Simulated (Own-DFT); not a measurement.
Si23GeO48 (quartz with substituted atoms, atoms displaced) (calculated)

All values are calculated (Own-DFT development build). A calculation, not a measurement: plane-wave PBE and HSE06 DFT by an unreviewed code, no spin, of a simulated cell at Gamma alone, so results move with cell size and shape, stress positive in tension, energies less offsets, not probed for a lower state with spin; oxygen file: force components 24 meV/angstrom off all-electron in a glass; k mesh not checked against a denser one; forces and stress are PBE's, HSE06 gives the energy alone, and its difference from PBE has offsets of its own; offsets are fitted by least squares, one for each functional and potential file, so energies compare only between cells with the same atoms and settings and are not formation energies; the far tail of each file's local potential was reset to the Coulomb form; each entry is a single point on an unrelaxed cell, so the pressure reflects the starting lattice, mostly measured values (interpolated for alloys), from which strain is counted, and rises with the displacements; printed positions are rounded, which can move forces by about a meV/angstrom; the program, named Own-DFT, is a retired in-house code; no spin-orbit coupling.

Common to all runs: first functional PBE; second functional HSE06; exact exchange share 0.25; screening 0.11 1/bohr; exchange divergence Gygi-Baldereschi; potential files PseudoDojo norm-conserving, scalar-relativistic, made for PBE, standard set; wave cutoff 48 hartree; occupations fixed; k mesh 1 x 1 x 1 centred on Gamma.

(1) 
```cif
# cell vector a (Å): 9.8268 0.0000 0.0000
# cell vector b (Å): -4.9134 8.5103 0.0000
# cell vector c (Å): 0.0000 0.0000 10.8104
data_Si23GeO48
_symmetry_space_group_name_H-M 'P 1'
_symmetry_Int_Tables_number 1
_cell_length_a 9.8268
_cell_length_b 9.8268
_cell_length_c 10.8104
_cell_angle_alpha 90.000
_cell_angle_beta 90.000
_cell_angle_gamma 120.000
_cell_volume 904.06
loop_
_atom_site_label
_atom_site_type_symbol
_atom_site_fract_x
_atom_site_fract_y
_atom_site_fract_z
_atom_site_occupancy
Si1 Si 0.23815 0.99629 0.99738 1
Si2 Si 0.99360 0.22908 0.33736 1
Si3 Si 0.26926 0.26759 0.16254 1
O1 O 0.20586 0.13379 0.05521 1
O2 O 0.42566 0.28619 0.22805 1
O3 O 0.37624 0.08038 0.38649 1
O4 O 0.07272 0.35908 0.43718 1
O5 O 0.13797 0.20362 0.27352 1
O6 O 0.29674 0.43054 0.10692 1
Si4 Si 0.22474 0.99449 0.50226 1
Si5 Si 0.99421 0.23154 0.82968 1
Si6 Si 0.26030 0.25924 0.66315 1
O7 O 0.21078 0.14643 0.55904 1
O8 O 0.42732 0.30079 0.72629 1
O9 O 0.35607 0.07432 0.89792 1
O10 O 0.07530 0.37041 0.94915 1
O11 O 0.14022 0.20762 0.76926 1
O12 O 0.29070 0.42998 0.60915 1
Si7 Si 0.24546 0.50902 0.99606 1
Ge1 Ge 0.98881 0.73198 0.33507 1
Si8 Si 0.26435 0.76020 0.16961 1
O13 O 0.20040 0.62604 0.06541 1
O14 O 0.43247 0.79846 0.23237 1
O15 O 0.36700 0.57715 0.39060 1
O16 O 0.08288 0.87036 0.43207 1
O17 O 0.13850 0.71010 0.27066 1
O18 O 0.29461 0.92783 0.10886 1
Si9 Si 0.23438 0.49830 0.49934 1
Si10 Si 0.99580 0.73108 0.83067 1
Si11 Si 0.26898 0.76713 0.66081 1
O19 O 0.21324 0.63840 0.55593 1
O20 O 0.41630 0.78962 0.71653 1
O21 O 0.36511 0.57527 0.90295 1
O22 O 0.07135 0.86203 0.94267 1
O23 O 0.12995 0.70532 0.77106 1
O24 O 0.29293 0.92495 0.61046 1
Si12 Si 0.73736 0.99730 0.00100 1
Si13 Si 0.50495 0.23821 0.33525 1
Si14 Si 0.77142 0.26731 0.16141 1
O25 O 0.71884 0.14218 0.06182 1
O26 O 0.92735 0.30187 0.23039 1
O27 O 0.86816 0.07353 0.38829 1
O28 O 0.57754 0.36907 0.44136 1
O29 O 0.63188 0.21248 0.27746 1
O30 O 0.79428 0.42288 0.10958 1
Si15 Si 0.73384 0.99776 0.49202 1
Si16 Si 0.49865 0.23722 0.83320 1
Si17 Si 0.77256 0.26253 0.66759 1
O31 O 0.70771 0.13976 0.55919 1
O32 O 0.92594 0.29021 0.72330 1
O33 O 0.87464 0.08028 0.89483 1
O34 O 0.57118 0.37788 0.94419 1
O35 O 0.63730 0.21805 0.77437 1
O36 O 0.78344 0.41993 0.60707 1
Si18 Si 0.73610 0.50156 0.00138 1
Si19 Si 0.49333 0.73786 0.33527 1
Si20 Si 0.75717 0.76749 0.17056 1
O37 O 0.72381 0.63221 0.06258 1
O38 O 0.93014 0.79500 0.22774 1
O39 O 0.86765 0.57570 0.39090 1
O40 O 0.57102 0.86416 0.43798 1
O41 O 0.63467 0.71005 0.27945 1
O42 O 0.78328 0.91910 0.11455 1
Si21 Si 0.72681 0.50731 0.50100 1
Si22 Si 0.49662 0.73256 0.83491 1
Si23 Si 0.77650 0.77322 0.67326 1
O43 O 0.70566 0.63582 0.56040 1
O44 O 0.92597 0.79452 0.72560 1
O45 O 0.87281 0.58148 0.89919 1
O46 O 0.57706 0.87032 0.94668 1
O47 O 0.63320 0.70978 0.76944 1
O48 O 0.78981 0.91691 0.60840 1
_calc_PBE_energy_of_cell_above_offsets '-13.794'  # eV
_calc_HSE06_less_PBE_above_offsets '-0.467'  # eV
_calc_PBE_pressure 13.57  # GPa
_calc_PBE_stress_xx -11.23  # GPa
_calc_PBE_stress_yy -16.76  # GPa
_calc_PBE_stress_zz -12.73  # GPa
_calc_PBE_stress_yz 1.47  # GPa
_calc_PBE_stress_xz -1.01  # GPa
_calc_PBE_stress_xy -2.62  # GPa
```

Force:
```tsv
element	x (eV/Å)	y (eV/Å)	z (eV/Å)
Si	-4.421	-1.62	5.099
Si	3.319	3.567	-5.709
Si	0.037	-1.148	0.824
O	0.17	-0.209	-0.071
O	-0.888	1.269	-1.336
O	-3.12	-4.701	4.441
O	0.244	2.236	2.558
O	-2.084	0.115	0.699
O	0.362	0.68	-0.189
Si	4.299	4.742	-0.724
Si	4.602	4.301	1.799
Si	1.444	6.116	2.689
O	1.102	-6.068	-5.328
O	0.449	-0.43	0.181
O	4.696	3.725	-5.68
O	-0.451	-2.035	-3.026
O	-4.143	-1.028	3.133
O	0.549	-0.556	0.545
Si	-6.358	-5.675	8.072
Ge	6.535	1.897	-3.016
Si	0.461	2.171	-1.458
O	0.346	0.671	-0.508
O	-2.612	1.101	-3.476
O	-0.763	-2.142	1.095
O	-1.123	3.187	4.25
O	-0.282	-1.306	1.817
O	0.94	-0.772	0.137
Si	-0.164	0.015	-1.028
Si	2.034	2.122	1.437
Si	-5.666	-2.816	0.415
O	-0.692	-1.045	-1.231
O	7.947	0.296	5.425
O	6.069	4.646	-7.679
O	-0.286	-0.29	-0.88
O	1.126	-0.018	-1.114
O	-2.122	3.216	-1.928
Si	0.627	2.953	1.462
Si	-1.565	1.586	-0.344
Si	-1.859	0.289	5.487
O	0.794	-4.253	-3.544
O	1.857	-0.603	1.182
O	-1.443	-4.403	1.843
O	-1.661	-0.273	-0.138
O	5.236	-0.232	-3.085
O	-1.442	2.924	-2.143
Si	-0.425	0.623	3.298
Si	-1.006	0.938	1.132
Si	-6.025	1.873	-1.431
O	1.647	-3.445	-2.18
O	3.031	0.901	0.913
O	-1.363	-3.681	1.59
O	-0.511	-2.226	-1.737
O	0.839	-0.938	0.446
O	0.104	1.201	-0.343
Si	2.999	-2.748	-0.106
Si	3.213	-1.867	-0.269
Si	5.098	-4.386	0.897
O	-3.896	4.656	2.981
O	-6.983	3.152	-7
O	-3.995	-10.03	5.751
O	0.064	2.04	2.197
O	-0.946	-0.61	0.827
O	-1.444	4.231	-2.588
Si	4.906	-2.73	-0.381
Si	-0.113	1.752	-1.613
Si	-4.32	-4.245	-2.743
O	-1.572	3.064	2.086
O	4.232	0.928	1.556
O	-0.511	-2.429	-0.214
O	-1.641	-2.646	-2.484
O	-1.256	-0.396	1.737
O	-2.225	4.814	-3.273
```

(2) 
```cif
# cell vector a (Å): 9.8268 0.0000 0.0000
# cell vector b (Å): -4.9134 8.5103 0.0000
# cell vector c (Å): 0.0000 0.0000 10.8104
data_Si23GeO48
_symmetry_space_group_name_H-M 'P 1'
_symmetry_Int_Tables_number 1
_cell_length_a 9.8268
_cell_length_b 9.8268
_cell_length_c 10.8104
_cell_angle_alpha 90.000
_cell_angle_beta 90.000
_cell_angle_gamma 120.000
_cell_volume 904.06
loop_
_atom_site_label
_atom_site_type_symbol
_atom_site_fract_x
_atom_site_fract_y
_atom_site_fract_z
_atom_site_occupancy
Si1 Si 0.23431 0.00589 0.99571 1
Si2 Si 0.99264 0.22392 0.33000 1
Si3 Si 0.25953 0.25755 0.17315 1
O1 O 0.20608 0.12957 0.06407 1
O2 O 0.41850 0.28448 0.22750 1
O3 O 0.36738 0.07491 0.40138 1
O4 O 0.06818 0.36116 0.44160 1
O5 O 0.13570 0.20931 0.27330 1
O6 O 0.29825 0.43510 0.10475 1
Si4 Si 0.23139 0.99448 0.50365 1
Si5 Si 0.00018 0.23691 0.84108 1
Si6 Si 0.26572 0.27538 0.67070 1
O7 O 0.21103 0.13420 0.55916 1
O8 O 0.41757 0.28507 0.72440 1
O9 O 0.36834 0.07285 0.89647 1
O10 O 0.07561 0.37332 0.93482 1
O11 O 0.12382 0.20778 0.77289 1
O12 O 0.29876 0.42775 0.60853 1
Si7 Si 0.23423 0.49661 0.99710 1
Si8 Si 0.99551 0.72381 0.33193 1
Si9 Si 0.26333 0.76170 0.17218 1
O13 O 0.19653 0.61818 0.05566 1
O14 O 0.41744 0.78938 0.23318 1
O15 O 0.37336 0.56846 0.38487 1
O16 O 0.08154 0.86723 0.43327 1
O17 O 0.14093 0.71067 0.26782 1
O18 O 0.29465 0.92030 0.10748 1
Si10 Si 0.22923 0.49702 0.49914 1
Si11 Si 0.00206 0.74218 0.82586 1
Si12 Si 0.26469 0.75922 0.66135 1
O19 O 0.20360 0.62399 0.56138 1
O20 O 0.42011 0.78707 0.73218 1
O21 O 0.37023 0.56897 0.89475 1
O22 O 0.07745 0.86694 0.93924 1
O23 O 0.12956 0.70319 0.78247 1
O24 O 0.30134 0.93372 0.61303 1
Si13 Si 0.74170 0.00094 0.00114 1
Si14 Si 0.50466 0.23101 0.32983 1
Si15 Si 0.76177 0.27004 0.16429 1
O25 O 0.69613 0.12204 0.05553 1
O26 O 0.93442 0.30403 0.23329 1
O27 O 0.86727 0.07772 0.38971 1
O28 O 0.57045 0.36795 0.43902 1
O29 O 0.64178 0.20416 0.27472 1
O30 O 0.79730 0.42913 0.10971 1
Ge1 Ge 0.72803 0.99336 0.49013 1
Si16 Si 0.50532 0.23251 0.83086 1
Si17 Si 0.76875 0.27413 0.66396 1
O31 O 0.70525 0.14351 0.56040 1
O32 O 0.93426 0.29735 0.73131 1
O33 O 0.87612 0.07860 0.88156 1
O34 O 0.57678 0.37275 0.93772 1
O35 O 0.63576 0.22097 0.76660 1
O36 O 0.79228 0.42739 0.60362 1
Si18 Si 0.73714 0.50257 0.99476 1
Si19 Si 0.49529 0.72898 0.33096 1
Si20 Si 0.77367 0.77165 0.16313 1
O37 O 0.70191 0.62384 0.06326 1
O38 O 0.91795 0.79779 0.22131 1
O39 O 0.86749 0.57282 0.39920 1
O40 O 0.57567 0.86278 0.44428 1
O41 O 0.63905 0.70827 0.27295 1
O42 O 0.78665 0.91581 0.10929 1
Si21 Si 0.74703 0.50645 0.50607 1
Si22 Si 0.49937 0.72653 0.83618 1
Si23 Si 0.76112 0.76391 0.66131 1
O43 O 0.69318 0.62328 0.55571 1
O44 O 0.92396 0.79040 0.72110 1
O45 O 0.85535 0.57402 0.88983 1
O46 O 0.57515 0.86254 0.94428 1
O47 O 0.62987 0.69777 0.77588 1
O48 O 0.79133 0.92490 0.60875 1
_calc_PBE_energy_of_cell_above_offsets '-14.568'  # eV
_calc_HSE06_less_PBE_above_offsets '-0.253'  # eV
_calc_PBE_pressure 12.33  # GPa
_calc_PBE_stress_xx -13.92  # GPa
_calc_PBE_stress_yy -13.47  # GPa
_calc_PBE_stress_zz -9.6  # GPa
_calc_PBE_stress_yz 3.28  # GPa
_calc_PBE_stress_xz 1.51  # GPa
_calc_PBE_stress_xy -1.68  # GPa
```

Force:
```tsv
element	x (eV/Å)	y (eV/Å)	z (eV/Å)
Si	2.417	-2.782	2.555
Si	1.903	5.632	-0.168
Si	0.804	3.902	-4.365
O	-1.467	0.795	0.141
O	2.385	0.201	0.545
O	1.426	0.307	-1.638
O	0.19	-0.312	-0.255
O	-2.336	-1.621	2.532
O	1.752	-3.518	2.333
Si	0.819	2.727	0.435
Si	0.584	3.614	-3.87
Si	-0.13	-5.457	-0.105
O	-1.325	0.833	1.095
O	2.648	0.256	1.966
O	1.456	1.141	-1.558
O	-0.824	0.029	1.463
O	3.234	0.049	-1.227
O	-2.025	3.874	-2.509
Si	1.011	0.466	0.455
Si	0.147	3.737	-2.22
Si	2.111	-0.011	-8.393
O	-1.626	3.909	2.838
O	2.303	0.962	0.399
O	-2.689	-3.182	3.249
O	-1.413	-2.233	-0.759
O	-6.415	-2.927	5.814
O	-1.398	1.77	-1.652
Si	3.985	-2.39	-1.969
Si	-0.923	-1.848	3.191
Si	-1.362	1.719	3.776
O	-1.766	1.555	-0.053
O	0.584	0.016	-0.336
O	-0.083	-1.152	-0.258
O	-1.452	-0.509	-0.639
O	3.094	-0.002	-3.269
O	0.273	-2.045	0.222
Si	0.178	-1.241	-2.517
Si	-2.008	0.577	2.825
Si	4.156	-2.469	-0.388
O	-0.303	2.942	1.945
O	-2.548	-0.318	-2.563
O	1.59	-2.418	-1.719
O	1.888	0.685	-0.181
O	-1.187	-0.817	0.866
O	-1.038	2.013	-1.749
Ge	3.503	8.788	7.599
Si	-5.063	1.507	1.697
Si	3.744	-1.773	1.948
O	0.105	-1.022	-1.176
O	-3.348	0.656	-2.133
O	-3.412	-6.974	5.136
O	-0.875	-2.465	-0.979
O	2.812	-0.998	-0.427
O	2.118	0.988	2.369
Si	-0.863	-0.874	2.978
Si	3.048	1.677	-0.624
Si	-5.398	-8.18	-0.626
O	-0.644	1.786	0.826
O	10.07	0.113	5.583
O	1.809	0.367	-2.06
O	-8.482	-10.76	-5.514
O	-1.238	0.401	0.425
O	-2.178	6.478	-3.248
Si	-6.213	-2.669	-3.129
Si	-0.631	1.959	0.18
Si	-0.457	-2.069	1.419
O	-0.379	2.176	1.325
O	-0.645	0.596	-1.346
O	2.97	2.835	-3.233
O	0.483	0.017	-0.576
O	1.685	0.372	-1.518
O	0.857	0.609	0.818
```
